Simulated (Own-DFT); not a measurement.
# How strain changes the stress of wurtzite AlGaN with randomly placed atoms, 72 atoms (Al27Ga9N36)

All numbers below are calculated, not measured. The program, named Own-DFT, is a retired in-house plane-wave density functional code that no person has reviewed. Each row is one single-point run on a periodic cell that was not relaxed, without spin or spin-orbit coupling.

Settings of every run: PBE; PseudoDojo norm-conserving scalar-relativistic files (stringent for Ga); cutoff 96 hartree; 4 x 4 x 3 k mesh centred on Gamma; Gaussian smearing of 0.01 eV.

Known limits: forces on such cells passed a denser k mesh, each cell not checked; stress not checked against mesh or cutoff.

Unstrained cell vectors in Å: (9.394, 0.000, 0.000); (-4.697, 8.135, 0.000); (0.000, 0.000, 10.066). The unstrained cell has measured lattice constants (interpolated for alloys), not those of this functional. That, the random moves and any unrelaxed bonds set the pressure at no strain. Each run strains this cell uniformly, with the atoms carried along. Every atom was also moved at random, by a Gaussian of width 0.05 Å on each axis. The random placing of the alloy's atoms differs from row to row. Strain is the symmetric tensor, in per cent. Stress is positive in tension, and the pressure is minus a third of its trace.

| run | e_xx (%) | e_yy (%) | e_zz (%) | s_xx (GPa) | s_yy (GPa) | s_zz (GPa) | P (GPa) | E (meV/atom) |
|---|---|---|---|---|---|---|---|---|
| 1 | 0.00 | 0.00 | -2.00 | -9.89 | -7.20 | -15.52 | 10.87 | 30.6 |
| 2 | 0.00 | 0.00 | -0.50 | -5.85 | -6.03 | -10.80 | 7.56 | 15.2 |
| 3 | 0.00 | 0.00 | 2.75 | -4.32 | -5.18 | 5.32 | 1.39 | 11.1 |
| 4 | 0.00 | 0.00 | 0.75 | -7.13 | -5.74 | -3.00 | 5.29 | 20.5 |
| 5 | 0.00 | 0.00 | 2.75 | -4.55 | -4.93 | 6.07 | 1.14 | 9.9 |
| 6 | 0.00 | 0.00 | -2.00 | -9.94 | -8.22 | -15.46 | 11.21 | 39.7 |
| 7 | 0.00 | 0.00 | -0.50 | -6.69 | -3.86 | -11.04 | 7.20 | 0.0 |
| 8 | 0.00 | 0.00 | 3.00 | -4.05 | -4.56 | 5.59 | 1.01 | 19.8 |
| 9 | 0.00 | 0.00 | 3.00 | -4.26 | -3.56 | 6.08 | 0.58 | 4.9 |
| 10 | 0.00 | 0.00 | 1.25 | ? | ? | ? | ? | ? |

E is the free energy for each atom above the lowest run shown.

## Worked fit

The change of volume is close to e_xx + e_yy + e_zz. A straight line through the runs shown gives P = 6.76 - 201 x (fractional change of volume) GPa, with an error of 5 on the slope and a scatter of 0.31 GPa. The strain isn't the same on all axes and the cell isn't cubic, so the slope belongs to this path and is not the bulk modulus.

## Withheld run

Question: what pressure should run 10 give? Its volume changes by 1.25 %.

The line gives 4.2 GPa. The calculation gave 3.82 GPa.
